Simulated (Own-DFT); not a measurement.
# Computed records: Al₃GaN₄ (wurtzite random alloy, atoms displaced)

Computed with Own-DFT development build. A calculation, not a measurement: plane-wave density functional theory by an unreviewed code, no spin, of a simulated periodic cell, stress positive in tension, run twice, with PBE and with PBEsol, both on files made for PBE, so the change isn't that of files made for PBEsol, forces on such cells passed a denser k mesh, this cell's mesh not checked; the far tail of each file's local potential was reset to the Coulomb form; each entry is a single point on an unrelaxed cell, so the pressure reflects the starting lattice, mostly measured values (interpolated for alloys), from which strain is counted, and rises with the displacements; printed positions are rounded, which can move forces by about a meV/angstrom; the program, named Own-DFT, is a retired in-house code; no spin-orbit coupling; stress was not checked against mesh or cutoff.

```cif
# cell vector a (Å): 9.3938 0.0000 0.0000
# cell vector b (Å): -4.6969 8.1352 0.0000
# cell vector c (Å): 0.0000 0.0000 10.0655
data_Al3GaN4
_symmetry_space_group_name_H-M 'P 1'
_symmetry_Int_Tables_number 1
_cell_length_a 9.3938
_cell_length_b 9.3937
_cell_length_c 10.0655
_cell_angle_alpha 90.000
_cell_angle_beta 90.000
_cell_angle_gamma 120.000
_cell_volume 769.21
loop_
_atom_site_label
_atom_site_type_symbol
_atom_site_fract_x
_atom_site_fract_y
_atom_site_fract_z
_atom_site_occupancy
Ga1 Ga 0.11012 0.22688 0.99754 1
Al1 Al 0.21901 0.10912 0.24646 1
N1 N 0.11311 0.22942 0.18988 1
N2 N 0.22219 0.11262 0.44200 1
Al2 Al 0.11388 0.23082 0.50146 1
Al3 Al 0.21976 0.10621 0.74829 1
N3 N 0.11832 0.22464 0.69209 1
N4 N 0.22541 0.11876 0.93984 1
Ga2 Ga 0.11241 0.55630 0.99988 1
Ga3 Ga 0.22496 0.44735 0.25047 1
N5 N 0.10921 0.55335 0.18696 1
N6 N 0.22231 0.44623 0.44237 1
Ga4 Ga 0.10620 0.56069 0.49612 1
Al4 Al 0.21880 0.44577 0.74851 1
N7 N 0.11235 0.55275 0.69380 1
N8 N 0.22406 0.44401 0.94052 1
Ga5 Ga 0.10829 0.88314 0.99859 1
Al5 Al 0.22115 0.77532 0.25136 1
N9 N 0.10525 0.88454 0.18584 1
N10 N 0.22411 0.77950 0.44123 1
Al6 Al 0.11386 0.88388 0.50435 1
Al7 Al 0.22289 0.77772 0.75721 1
N11 N 0.10794 0.88624 0.68959 1
N12 N 0.22118 0.77664 0.93792 1
Al8 Al 0.43943 0.21202 0.00499 1
Al9 Al 0.55155 0.10474 0.24877 1
N13 N 0.44681 0.22469 0.19020 1
N14 N 0.54919 0.10640 0.43925 1
Al10 Al 0.44365 0.22508 0.50180 1
Al11 Al 0.55074 0.11492 0.74758 1
N15 N 0.45379 0.23113 0.69086 1
N16 N 0.55382 0.11492 0.93537 1
Al12 Al 0.44913 0.55755 0.00011 1
Al13 Al 0.55578 0.44765 0.25027 1
N17 N 0.44474 0.55416 0.19074 1
N18 N 0.55954 0.44562 0.44623 1
Al14 Al 0.43733 0.55154 0.50086 1
Ga6 Ga 0.56056 0.44816 0.74990 1
N19 N 0.44281 0.55545 0.69292 1
N20 N 0.55140 0.43781 0.94287 1
Al15 Al 0.44564 0.89107 0.99655 1
Al16 Al 0.56001 0.78307 0.25212 1
N21 N 0.44126 0.88502 0.19080 1
N22 N 0.55256 0.77601 0.44162 1
Ga7 Ga 0.44486 0.89462 0.50032 1
Al17 Al 0.55858 0.78572 0.75142 1
N23 N 0.44750 0.89200 0.69499 1
N24 N 0.56135 0.77612 0.93828 1
Al18 Al 0.77268 0.22306 0.99982 1
Al19 Al 0.88597 0.11127 0.25233 1
N25 N 0.77913 0.22430 0.19688 1
N26 N 0.88526 0.10633 0.44077 1
Al20 Al 0.77431 0.22361 0.49978 1
Al21 Al 0.88460 0.10876 0.74321 1
N27 N 0.77315 0.22526 0.69187 1
N28 N 0.88981 0.11625 0.94145 1
Al22 Al 0.77562 0.55286 0.99769 1
Al23 Al 0.88812 0.44044 0.25451 1
N29 N 0.77416 0.54978 0.19174 1
N30 N 0.88258 0.44042 0.44112 1
Al24 Al 0.78340 0.56135 0.50310 1
Al25 Al 0.88582 0.43592 0.75372 1
N31 N 0.77541 0.55488 0.69165 1
N32 N 0.88482 0.44182 0.94107 1
Al26 Al 0.77093 0.88757 0.99698 1
Al27 Al 0.88568 0.77948 0.24944 1
N33 N 0.77921 0.88443 0.19338 1
N34 N 0.88764 0.78218 0.43878 1
Ga8 Ga 0.77727 0.89185 0.49190 1
Ga9 Ga 0.88876 0.77503 0.74920 1
N35 N 0.77305 0.88807 0.68897 1
N36 N 0.88763 0.77425 0.94383 1
_calc_functional 'PBE, then PBEsol'
_calc_potential_files 'PseudoDojo norm-conserving, scalar-relativistic, standard set'
_calc_wave_cutoff 42  # hartree
_calc_occupations 'Fermi-Dirac'
_calc_smearing_width 0.1  # eV
_calc_k_mesh '4 x 4 x 3 centred on Gamma'
_calc_PBE_pressure 5.2  # GPa
_calc_PBE_stress_xx -4.98  # GPa
_calc_PBE_stress_yy -5.97  # GPa
_calc_PBE_stress_zz -4.65  # GPa
_calc_PBE_stress_yz 0.26  # GPa
_calc_PBE_stress_xz -0.17  # GPa
_calc_PBE_stress_xy -0.2  # GPa
_calc_PBEsol_pressure 2.07  # GPa
_calc_PBEsol_stress_xx -1.88  # GPa
_calc_PBEsol_stress_yy -2.85  # GPa
_calc_PBEsol_stress_zz -1.48  # GPa
_calc_PBEsol_stress_yz 0.25  # GPa
_calc_PBEsol_stress_xz -0.19  # GPa
_calc_PBEsol_stress_xy -0.18  # GPa
_calc_rms_change_of_force_components_from_PBE_to_PBEsol 0.071  # eV/angstrom
```

Force:
| force element | PBE force x (eV/Å) | PBE force y (eV/Å) | PBE force z (eV/Å) | PBEsol force x (eV/Å) | PBEsol force y (eV/Å) | PBEsol force z (eV/Å) |
| --- | --- | --- | --- | --- | --- | --- |
| Ga | 0.408 | -0.478 | 0.526 | 0.393 | -0.454 | 0.522 |
| Al | 0.054 | 0.342 | 0.475 | 0.057 | 0.343 | 0.458 |
| N | -0.114 | -2.149 | 0.827 | -0.117 | -1.948 | 0.719 |
| N | -0.095 | -0.343 | -0.176 | -0.1 | -0.348 | -0.175 |
| Al | 0.281 | -1.511 | 0.006 | 0.264 | -1.524 | 0.005 |
| Al | 0.41 | 1.214 | 0.368 | 0.408 | 1.206 | 0.366 |
| N | -1.319 | -0.464 | -0.481 | -1.308 | -0.457 | -0.467 |
| N | 0.705 | -1.375 | -0.709 | 0.542 | -1.414 | -0.608 |
| Ga | -0.092 | -0.768 | -0.303 | -0.09 | -0.761 | -0.275 |
| Ga | -0.128 | 0.024 | 0.009 | -0.132 | 0.018 | -0.012 |
| N | -0.91 | 0.809 | 1.8 | -0.758 | 0.718 | 1.659 |
| N | -0.228 | -0.12 | 0.218 | -0.378 | -0.029 | 0.086 |
| Ga | 0.943 | -1.016 | 1.279 | 0.943 | -0.994 | 1.257 |
| Al | 1.515 | -0.28 | 0.693 | 1.514 | -0.297 | 0.694 |
| N | -1.399 | 0.708 | 0.09 | -1.41 | 0.721 | -0.06 |
| N | 0.498 | 1.603 | -0.919 | 0.352 | 1.488 | -0.799 |
| Ga | -0.408 | 1.332 | -0.086 | -0.412 | 1.283 | -0.071 |
| Al | -0.558 | 0.037 | -0.566 | -0.545 | 0.031 | -0.575 |
| N | 0.686 | 0.342 | 1.93 | 0.685 | 0.331 | 1.732 |
| N | -1.012 | 0.331 | -1.07 | -0.844 | 0.233 | -0.95 |
| Al | -1.434 | 1.291 | -0.957 | -1.444 | 1.286 | -0.951 |
| Al | 0.067 | -0.34 | -1.681 | 0.046 | -0.346 | -1.709 |
| N | 1.697 | 0.388 | 0.099 | 1.533 | 0.283 | 0.171 |
| N | 1.309 | 0.732 | 0.262 | 1.148 | 0.639 | 0.403 |
| Al | -0.496 | 1.646 | -0.644 | -0.493 | 1.636 | -0.641 |
| Al | -0.238 | 1.006 | 0.318 | -0.234 | 0.995 | 0.311 |
| N | -0.174 | -0.883 | 0.52 | -0.169 | -0.863 | 0.533 |
| N | 0.272 | 2.218 | -0.425 | 0.264 | 2.009 | -0.35 |
| Al | 0.109 | -0.037 | -0.292 | 0.112 | -0.043 | -0.293 |
| Al | 0.764 | -0.17 | 0.231 | 0.774 | -0.169 | 0.222 |
| N | -1.257 | -2.359 | -0.826 | -1.269 | -2.139 | -0.753 |
| N | 0.512 | -1 | 0.863 | 0.511 | -0.994 | 0.842 |
| Al | -0.203 | -0.949 | -0.11 | -0.219 | -0.945 | -0.111 |
| Al | 0.457 | -0.533 | 0.508 | 0.445 | -0.543 | 0.519 |
| N | 0.728 | 1.453 | -0.344 | 0.564 | 1.366 | -0.282 |
| N | -0.607 | 0.252 | -0.824 | -0.595 | 0.258 | -0.812 |
| Al | 1.265 | 0.77 | 0.643 | 1.274 | 0.775 | 0.639 |
| Ga | -1.407 | 0.003 | 0.838 | -1.374 | -0.002 | 0.816 |
| N | -0.899 | 1.019 | -0.531 | -0.745 | 0.937 | -0.465 |
| N | 0.291 | 0.418 | 0.791 | 0.29 | 0.397 | 0.63 |
| Al | 0.234 | -0.31 | 0.169 | 0.236 | -0.316 | 0.178 |
| Al | -0.245 | -1.17 | -0.071 | -0.255 | -1.16 | -0.074 |
| N | 0.193 | 0.234 | -0.678 | 0.19 | 0.225 | -0.676 |
| N | -0.449 | -0.796 | -0.859 | -0.435 | -0.62 | -0.739 |
| Ga | 0.807 | -1.257 | 0.845 | 0.798 | -1.23 | 0.82 |
| Al | 0.199 | -1.535 | -0.606 | 0.205 | -1.55 | -0.615 |
| N | -0.974 | 0.055 | 0.488 | -0.979 | 0.058 | 0.334 |
| N | -1.749 | 0.252 | 0.309 | -1.757 | 0.241 | 0.298 |
| Al | 0.657 | -0.025 | 0.416 | 0.662 | -0.023 | 0.432 |
| Al | 0.878 | 0.094 | -0.54 | 0.88 | 0.084 | -0.55 |
| N | -0.481 | -1.022 | -0.954 | -0.489 | -1.016 | -0.947 |
| N | -0.191 | 3.116 | -0.249 | -0.188 | 2.892 | -0.177 |
| Al | 0.046 | -0.809 | 0.124 | 0.054 | -0.831 | 0.129 |
| Al | 0.493 | 0.557 | 0.826 | 0.508 | 0.571 | 0.818 |
| N | 0.686 | -1.007 | -0.773 | 0.67 | -1.017 | -0.766 |
| N | -1.503 | -1.39 | -0.872 | -1.337 | -1.287 | -0.818 |
| Al | -0.357 | -0.307 | 0.85 | -0.342 | -0.3 | 0.836 |
| Al | -0.616 | 0.791 | -0.901 | -0.593 | 0.799 | -0.907 |
| N | 0.411 | 0.768 | -0.107 | 0.415 | 0.767 | -0.112 |
| N | -0.299 | 0.307 | -0.13 | -0.158 | 0.401 | -0.072 |
| Al | -1.019 | -0.356 | -0.385 | -1.014 | -0.337 | -0.379 |
| Al | -0.206 | 1.541 | -0.213 | -0.204 | 1.56 | -0.217 |
| N | 2.33 | -0.19 | -0.874 | 2.152 | -0.121 | -0.735 |
| N | -0.28 | -0.13 | -0.284 | -0.135 | -0.044 | -0.226 |
| Al | 1.927 | 0.88 | 0.704 | 1.948 | 0.897 | 0.711 |
| Al | 1.16 | -1.274 | 0.013 | 1.162 | -1.279 | 0.009 |
| N | -1.373 | 1.252 | -0.862 | -1.367 | 1.252 | -0.864 |
| N | 2.146 | -1.031 | -0.05 | 1.972 | -0.92 | 0.006 |
| Ga | -0.186 | -1.2 | 1.617 | -0.177 | -1.17 | 1.591 |
| Ga | -0.97 | 0.331 | 0.57 | -0.944 | 0.319 | 0.557 |
| N | 0.144 | 0.614 | 0.336 | 0.287 | 0.521 | 0.226 |
| N | -1.408 | -0.146 | -0.203 | -1.246 | -0.047 | -0.296 |
